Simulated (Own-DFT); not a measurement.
# Response to strain: diamond-structure SiGeSn with randomly placed atoms, 64 atoms (Ge52Si8Sn4)

All numbers below are calculated, not measured. The program, named Own-DFT, is a retired in-house plane-wave density functional code that no person has reviewed. Each row is one single-point run on a periodic cell that was not relaxed, without spin or spin-orbit coupling.

Settings of every run: PBE; PseudoDojo norm-conserving scalar-relativistic files; cutoff 49 hartree; 3 x 3 x 3 k mesh centred on Gamma; Fermi-Dirac smearing of 0.1 eV.

Known limits: forces on such cells moved up to 12 meV/angstrom on a denser k mesh; stress not checked against mesh or cutoff.

Unstrained cell vectors in Å: (11.363, 0.000, 0.000); (0.000, 11.363, 0.000); (0.000, 0.000, 11.363). The unstrained cell has measured lattice constants (interpolated for alloys), not those of this functional. That, the random moves and any unrelaxed bonds set the pressure at no strain. Each run strains this cell uniformly, with the atoms carried along. Every atom was also moved at random, by a Gaussian of width 0.05 Å on each axis. The random placing of the alloy's atoms differs from row to row. Strain is the symmetric tensor, in per cent. Stress is positive in tension, and the pressure is minus a third of its trace.

| run | e_xx (%) | e_yy (%) | e_zz (%) | s_xx (GPa) | s_yy (GPa) | s_zz (GPa) | P (GPa) | E (meV/atom) |
|---|---|---|---|---|---|---|---|---|
| 1 | -1.00 | -1.00 | 0.00 | -6.30 | -6.36 | -5.72 | 6.13 | 27.1 |
| 2 | 1.50 | 1.50 | 0.00 | -2.17 | -2.21 | -2.97 | 2.45 | 9.9 |
| 3 | -0.25 | -0.25 | 0.00 | -4.76 | -4.97 | -4.67 | 4.80 | 11.1 |
| 4 | -0.50 | -0.50 | 0.00 | -5.65 | -5.58 | -5.29 | 5.51 | 35.0 |
| 5 | 2.75 | 2.75 | 0.00 | -0.22 | -0.22 | -1.87 | 0.77 | 0.0 |
| 6 | -1.25 | -1.25 | 0.00 | -6.84 | -7.00 | -6.26 | 6.70 | 45.3 |
| 7 | -0.75 | -0.75 | 0.00 | -5.67 | -5.85 | -5.19 | 5.57 | 13.6 |
| 8 | -2.50 | -2.50 | 0.00 | -9.54 | -9.66 | -7.76 | 8.99 | 65.4 |
| 9 | 2.50 | 2.50 | 0.00 | ? | ? | ? | ? | ? |

E is the free energy for each atom above the lowest run shown.

## Worked fit

The change of volume is close to e_xx + e_yy + e_zz. A straight line through the runs shown gives P = 4.75 - 76 x (fractional change of volume) GPa, with an error of 3 on the slope and a scatter of 0.30 GPa. The strain isn't the same on all axes, but the crystal is cubic, so the slope still estimates the bulk modulus, averaged over pressures from 0.8 to 9.0 GPa.

## Withheld run

Question: what pressure should run 9 give? Its volume changes by 5.06 %.

The line gives 0.9 GPa. The calculation gave 1.09 GPa.
